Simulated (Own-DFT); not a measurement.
## Calculated data, GaN (wurtzite, atoms displaced)

A calculation, not a measurement: plane-wave PBE density functional theory by an unreviewed code, no spin, of a simulated periodic cell, stress positive in tension, free energy of the whole cell less one offset for each atom, forces on such cells passed a denser k mesh, this cell's mesh not checked; offsets are fitted by least squares, one for each functional and potential file, so energies compare only between cells with the same atoms and settings and are not formation energies; the far tail of each file's local potential was reset to the Coulomb form; each entry is a single point on an unrelaxed cell, so the pressure reflects the starting lattice, mostly measured values (interpolated for alloys), from which strain is counted, and rises with the displacements; printed positions are rounded, which can move forces by about a meV/angstrom; the program, named Own-DFT, is a retired in-house code; no spin-orbit coupling. Program: Own-DFT development build.

Common to all runs: functional PBE; potential files PseudoDojo norm-conserving, scalar-relativistic, standard set with the stringent files for Ga; wave cutoff 96 hartree; occupations Gaussian; smearing width 0.01 eV; k mesh 3 x 4 x 3 centred on Gamma.

(1) GaN (wurtzite, atoms displaced)

```
CELL_PARAMETERS angstrom
12.75600 0.00000 0.00000
-4.78350 8.28530 0.00000
0.00000 0.00000 10.37000
ATOMIC_POSITIONS crystal
Ga 0.08008 0.22066 0.00189
Ga 0.16483 0.11099 0.25247
N 0.08399 0.22425 0.18818
N 0.16780 0.11077 0.43738
Ga 0.08554 0.21835 0.50330
Ga 0.16649 0.11314 0.75020
N 0.08336 0.22420 0.68967
N 0.16603 0.10947 0.93904
Ga 0.08557 0.55555 0.99911
Ga 0.16756 0.44537 0.24954
N 0.08499 0.55151 0.19234
N 0.17056 0.44784 0.43902
Ga 0.08204 0.55535 0.50159
Ga 0.16436 0.44408 0.75160
N 0.08586 0.55392 0.68787
N 0.16653 0.44307 0.93823
Ga 0.08278 0.89236 0.00001
Ga 0.16826 0.77557 0.25091
N 0.08303 0.88849 0.18879
N 0.16446 0.77543 0.43254
Ga 0.08292 0.88902 0.50145
Ga 0.16808 0.77957 0.75042
N 0.08315 0.88230 0.69337
N 0.16489 0.77687 0.93509
Ga 0.33285 0.21624 0.99963
Ga 0.41619 0.11097 0.25080
N 0.33530 0.22046 0.18849
N 0.41697 0.10966 0.43905
Ga 0.33344 0.22348 0.50196
Ga 0.41597 0.10847 0.74751
N 0.33409 0.22352 0.68977
N 0.41722 0.10922 0.93998
Ga 0.33062 0.55519 0.00094
Ga 0.41854 0.44733 0.24895
N 0.33103 0.55436 0.19090
N 0.41833 0.44352 0.44062
Ga 0.33302 0.55381 0.50348
Ga 0.41900 0.44554 0.74916
N 0.33435 0.55817 0.68443
N 0.41579 0.43936 0.94143
Ga 0.33528 0.89215 0.00063
Ga 0.41363 0.77674 0.24527
N 0.33180 0.88594 0.18635
N 0.42085 0.77811 0.43644
Ga 0.33398 0.89007 0.50063
Ga 0.41650 0.78102 0.74907
N 0.33273 0.88495 0.68869
N 0.41568 0.77401 0.93705
Ga 0.58328 0.21901 0.99976
Ga 0.66649 0.11357 0.25125
N 0.58524 0.22318 0.19045
N 0.66915 0.11216 0.43763
Ga 0.58215 0.22231 0.50019
Ga 0.66756 0.11158 0.75061
N 0.58136 0.21991 0.68651
N 0.66765 0.10799 0.93494
Ga 0.58349 0.55051 0.99954
Ga 0.66513 0.44172 0.24968
N 0.58353 0.55911 0.18627
N 0.66860 0.44762 0.43593
Ga 0.58239 0.55892 0.50287
Ga 0.66304 0.44013 0.74890
N 0.58088 0.55555 0.68871
N 0.66710 0.44469 0.93835
Ga 0.58454 0.89098 0.99999
Ga 0.66856 0.77926 0.25082
N 0.58341 0.89259 0.18814
N 0.66631 0.77738 0.43730
Ga 0.58241 0.88937 0.49746
Ga 0.66322 0.77284 0.75350
N 0.58255 0.89055 0.68882
N 0.66710 0.78038 0.93762
Ga 0.83463 0.22184 0.00000
Ga 0.91504 0.11088 0.24716
N 0.83489 0.22235 0.19112
N 0.91757 0.11517 0.44129
Ga 0.83519 0.22055 0.49993
Ga 0.91352 0.10755 0.75285
N 0.83257 0.22192 0.69079
N 0.91466 0.11179 0.93827
Ga 0.83319 0.55180 0.99792
Ga 0.91664 0.44365 0.25236
N 0.83572 0.55712 0.18761
N 0.91519 0.44517 0.43813
Ga 0.83464 0.56150 0.50041
Ga 0.91495 0.44574 0.75170
N 0.83361 0.55985 0.68657
N 0.91118 0.44050 0.93652
Ga 0.83716 0.88866 0.00161
Ga 0.91514 0.77441 0.24993
N 0.83514 0.89023 0.18922
N 0.91868 0.77892 0.43874
Ga 0.83419 0.88977 0.49990
Ga 0.91938 0.78097 0.75254
N 0.83346 0.88904 0.68650
N 0.91802 0.77718 0.93907
```

* free energy of cell above offsets: -10.222 eV
* pressure: 5.46 GPa
* stress xx: -5.02 GPa
* stress yy: -5.09 GPa
* stress zz: -6.28 GPa
* stress yz: 0 GPa
* stress xz: -0.17 GPa
* stress xy: 0.21 GPa

Force:
```csv
element,x (eV/Å),y (eV/Å),z (eV/Å)
Ga,0.584,0.132,-0.269
Ga,0.45,-0.051,-0.722
N,-0.055,-0.374,0.154
N,0.052,-0.133,0.613
Ga,-0.748,0.919,-0.492
Ga,0.135,-0.307,0.168
N,0.012,-0.594,0.225
N,-0.269,0.466,-0.148
Ga,-0.71,0.042,0.344
Ga,0.12,-0.434,0.8
N,-0.82,0.467,-0.975
N,-0.512,-0.746,0.05
Ga,0.35,-0.226,-0.465
Ga,0.863,0.182,-0.354
N,-1.046,0.356,0.298
N,-0.223,-0.212,0.09
Ga,0.601,-0.638,0.305
Ga,-0.693,0.019,-0.748
N,0.123,-0.022,0.012
N,0.292,0.455,1.505
Ga,0.448,-0.222,-0.029
Ga,0.327,-0.815,-0.014
N,-0.381,1.282,-0.979
N,0.292,0.205,0.859
Ga,-0.405,0.527,0.249
Ga,0.24,-0.242,-0.011
N,-0.636,0.234,0.142
N,-0.333,0.183,0.015
Ga,0.311,-0.1,-0.305
Ga,-0.131,0.035,0.388
N,-0.038,-0.371,-0.053
N,0.163,0.151,-0.666
Ga,0.844,-0.261,-0.009
Ga,-0.113,-0.376,0.244
N,0.54,0.063,-0.606
N,-0.314,0.029,-0.41
Ga,0.156,0.455,-1.033
Ga,-1.039,-0.04,0.617
N,0.015,-0.376,1.456
N,-0.3,0.335,-0.458
Ga,-0.178,-1.005,-0.394
Ga,0.776,0.125,0.765
N,-0.059,0.62,0.175
N,-1.106,-0.203,-0.1
Ga,0.174,-0.77,-0.477
Ga,0.663,-0.694,0.123
N,-0.503,0.714,-0.294
N,-0.153,0.511,0.277
Ga,0.274,0.247,0.094
Ga,0.462,-0.3,0.026
N,-0.487,-0.25,-0.571
N,-0.406,0.101,0.317
Ga,0.635,0.296,-0.459
Ga,-0.084,-0.192,-0.52
N,0.117,0.117,0.328
N,-0.391,0.593,0.745
Ga,-0.631,0.806,-0.002
Ga,0.069,0.826,-0.065
N,0.453,-0.283,0.271
N,-0.403,-0.179,0.628
Ga,0.578,-0.291,-0.652
Ga,0.39,0.566,-0.065
N,0.728,-0.101,0.092
N,0.166,-0.561,-0.25
Ga,-0.073,-0.546,0.045
Ga,-0.492,0.075,-0.326
N,0.202,-0.321,-0.027
N,0.22,0.265,0.256
Ga,0.431,0.235,0.406
Ga,0.104,0.943,-0.559
N,0.338,-0.215,-0.23
N,0.538,-0.514,0.596
Ga,-0.624,-0.046,0.339
Ga,0.571,0.18,0.894
N,-0.536,0.093,-0.67
N,0.852,-0.634,-0.678
Ga,-0.702,0.601,0.401
Ga,0.085,0.334,-0.647
N,0.174,0.231,-0.304
N,0.639,-0.346,0.311
Ga,-0.321,0.553,0.493
Ga,0.129,0.217,-0.192
N,-0.352,-0.588,-0.146
N,0.168,-0.018,0.457
Ga,0.102,-0.763,-0.162
Ga,0.3,-0.008,-0.782
N,-0.133,-0.423,0.574
N,1.153,0.324,0.412
Ga,-0.828,-0.207,-0.237
Ga,0.365,0.45,0.059
N,-0.063,-0.2,-0.062
N,-0.359,0.376,-0.156
Ga,-0.186,0.08,-0.152
Ga,-0.602,-0.387,-0.289
N,-0.072,-0.296,0.553
N,-0.261,-0.136,0.038
```

(2) GaN (wurtzite, atoms displaced)

```
CELL_PARAMETERS angstrom
12.75600 0.00000 0.00000
-4.78350 8.28530 0.00000
0.00000 0.00000 10.37000
ATOMIC_POSITIONS crystal
Ga 0.08441 0.22369 0.00061
Ga 0.16614 0.10907 0.24878
N 0.08482 0.22475 0.18891
N 0.16361 0.10925 0.43953
Ga 0.08543 0.22507 0.50036
Ga 0.16750 0.11341 0.74810
N 0.08028 0.22104 0.68683
N 0.16701 0.11176 0.93949
Ga 0.08370 0.55596 0.99798
Ga 0.16899 0.44616 0.25135
N 0.08526 0.55913 0.18878
N 0.16727 0.44633 0.43872
Ga 0.08442 0.55648 0.50112
Ga 0.16645 0.44212 0.74794
N 0.08061 0.55191 0.68725
N 0.16497 0.44400 0.93698
Ga 0.08401 0.88848 0.99962
Ga 0.16759 0.77730 0.24735
N 0.08736 0.89259 0.18972
N 0.16901 0.78182 0.43988
Ga 0.08313 0.88837 0.49730
Ga 0.16651 0.77628 0.74939
N 0.08353 0.88805 0.68911
N 0.16762 0.77960 0.94039
Ga 0.33287 0.22233 0.00194
Ga 0.41526 0.11099 0.25228
N 0.33273 0.22226 0.18665
N 0.41778 0.10939 0.43824
Ga 0.33398 0.22221 0.50159
Ga 0.41692 0.10959 0.75012
N 0.33207 0.21879 0.69111
N 0.41460 0.11257 0.93825
Ga 0.33377 0.55675 0.99770
Ga 0.41542 0.44409 0.25327
N 0.33737 0.55720 0.19215
N 0.42063 0.45053 0.44023
Ga 0.33174 0.55228 0.50256
Ga 0.41886 0.44464 0.75305
N 0.33217 0.55180 0.68978
N 0.41778 0.44659 0.93740
Ga 0.33305 0.89035 0.00247
Ga 0.41850 0.77835 0.25090
N 0.33315 0.88657 0.18798
N 0.41472 0.77624 0.43599
Ga 0.33101 0.88586 0.49804
Ga 0.41610 0.77756 0.74914
N 0.33672 0.89031 0.68675
N 0.41555 0.77734 0.94073
Ga 0.58443 0.22091 0.00168
Ga 0.66795 0.10960 0.24891
N 0.58144 0.22005 0.18944
N 0.66443 0.10876 0.43830
Ga 0.58147 0.22544 0.50146
Ga 0.66511 0.10954 0.75172
N 0.58060 0.22219 0.68752
N 0.66786 0.10860 0.94209
Ga 0.58632 0.55648 0.00003
Ga 0.66614 0.44682 0.24939
N 0.58430 0.55696 0.18532
N 0.66811 0.44515 0.43803
Ga 0.58422 0.56069 0.50171
Ga 0.66977 0.44768 0.74594
N 0.58444 0.55929 0.68775
N 0.66538 0.44464 0.93651
Ga 0.58281 0.88894 0.99898
Ga 0.66420 0.77415 0.25431
N 0.58349 0.88872 0.18585
N 0.66441 0.77604 0.43632
Ga 0.58612 0.89232 0.49914
Ga 0.66536 0.77598 0.74668
N 0.58110 0.88958 0.68968
N 0.67047 0.78598 0.94313
Ga 0.83144 0.21869 0.99429
Ga 0.91628 0.11385 0.25077
N 0.83260 0.22092 0.18794
N 0.91169 0.10788 0.43698
Ga 0.83242 0.22492 0.50352
Ga 0.91722 0.11450 0.74830
N 0.83474 0.22203 0.68944
N 0.91574 0.11244 0.93787
Ga 0.83599 0.55602 0.00133
Ga 0.91675 0.44430 0.24784
N 0.83454 0.55396 0.19083
N 0.91331 0.44564 0.44009
Ga 0.83239 0.54805 0.50000
Ga 0.91545 0.44102 0.75156
N 0.83338 0.55299 0.68900
N 0.91606 0.44703 0.93925
Ga 0.83204 0.88617 0.99851
Ga 0.91614 0.77823 0.24850
N 0.83298 0.88703 0.18841
N 0.91817 0.78055 0.43686
Ga 0.83465 0.88612 0.50281
Ga 0.91661 0.77983 0.75127
N 0.83569 0.89092 0.68890
N 0.91795 0.77791 0.93632
```

- free energy of cell above offsets: -10.306 eV
- pressure: 5.45 GPa
- stress xx: -5.62 GPa
- stress yy: -4.99 GPa
- stress zz: -5.73 GPa
- stress yz: -0.12 GPa
- stress xz: 0.15 GPa
- stress xy: 0.37 GPa

Force:
```csv
element,x (eV/Å),y (eV/Å),z (eV/Å)
Ga,-0.268,-0.255,-0.028
Ga,-0.188,0.594,0.32
N,-0.111,-0.124,0.088
N,0.64,0.608,-0.221
Ga,-0.783,-0.598,-0.446
Ga,-0.259,-0.527,0.434
N,0.622,0.18,0.101
N,-0.162,0.025,-0.3
Ga,-0.037,0.048,0.328
Ga,-0.066,0.117,-0.35
N,0.027,-0.694,-0.151
N,-0.077,-0.196,0.104
Ga,-0.505,0.099,-0.373
Ga,-0.3,0.117,0.289
N,0.326,0.292,0.36
N,0.33,0.141,0.01
Ga,-0.168,0.301,0.099
Ga,-0.039,0.278,0.547
N,-0.483,-0.764,-0.38
N,-0.402,-0.788,-0.523
Ga,-0.117,-0.057,0.568
Ga,0.111,0.204,0.065
N,-0.065,0.12,-0.203
N,0.058,-0.315,-0.475
Ga,-0.01,0.288,-0.476
Ga,0.208,-0.166,-0.457
N,0.091,0.126,0.74
N,-0.699,0.22,0.21
Ga,-0.095,-0.035,-0.17
Ga,-0.28,-0.018,0.272
N,0.193,0.668,-0.448
N,0.709,-0.179,0.107
Ga,-0.017,-0.242,0.612
Ga,0.575,-0.028,-0.459
N,-0.643,-0.215,-0.785
N,-0.277,-1.005,0.086
Ga,0.15,0.721,-0.296
Ga,-0.208,-0.291,-0.411
N,0.163,0.296,-0.003
N,0.111,-0.08,0.459
Ga,0.175,0.093,-0.318
Ga,-0.065,0.119,-0.257
N,0.041,0.398,0.332
N,0.428,-0.021,0.767
Ga,0.701,0.404,0.248
Ga,-0.102,-0.285,0.346
N,-0.622,-0.442,0.128
N,-0.003,0.275,-0.549
Ga,-0.54,0.19,-0.157
Ga,-0.429,0.06,0.178
N,0.206,0.311,0.031
N,0.016,0.779,0.148
Ga,0.603,-0.461,-0.47
Ga,-0.067,0.306,-0.107
N,0.648,0.241,0.34
N,-0.874,0.306,-0.87
Ga,-0.51,0.348,-0.249
Ga,0.24,-0.449,-0.017
N,-0.241,-0.364,0.669
N,-0.65,0.168,0.141
Ga,0.519,-0.527,-0.296
Ga,-0.44,-0.432,0.624
N,0.119,-0.534,0.108
N,0.714,-0.081,0.039
Ga,-0.044,-0.344,0.376
Ga,0.205,0.575,-1.258
N,0.135,-0.077,0.506
N,0.436,0.472,0.944
Ga,-0.731,-0.518,0.078
Ga,0.105,0.904,0.975
N,0.603,-0.127,-0.268
N,-0.359,-1.305,-1.323
Ga,0.401,0.678,1.071
Ga,0.295,-0.531,-0.227
N,0.043,0.393,-0.449
N,0.484,0.555,0.656
Ga,0.129,-0.538,-0.771
Ga,0.212,-0.611,0.491
N,-0.842,-0.125,0.16
N,0.64,-0.208,-0.18
Ga,-0.854,0.05,-0.049
Ga,0.284,-0.243,0.389
N,-0.405,0.295,-0.463
N,1.563,-0.415,-0.581
Ga,-0.79,1.504,0.165
Ga,-0.08,0.496,-0.017
N,0.131,0.459,-0.178
N,0.499,-0.576,-0.137
Ga,0.495,0.701,0.496
Ga,0.279,0.147,0.178
N,-0.209,0.265,-0.032
N,-0.008,-0.866,0.228
Ga,-0.349,0.342,-0.672
Ga,0.492,-0.353,-0.417
N,-0.542,-0.218,0.085
N,-0.136,-0.054,0.57
```
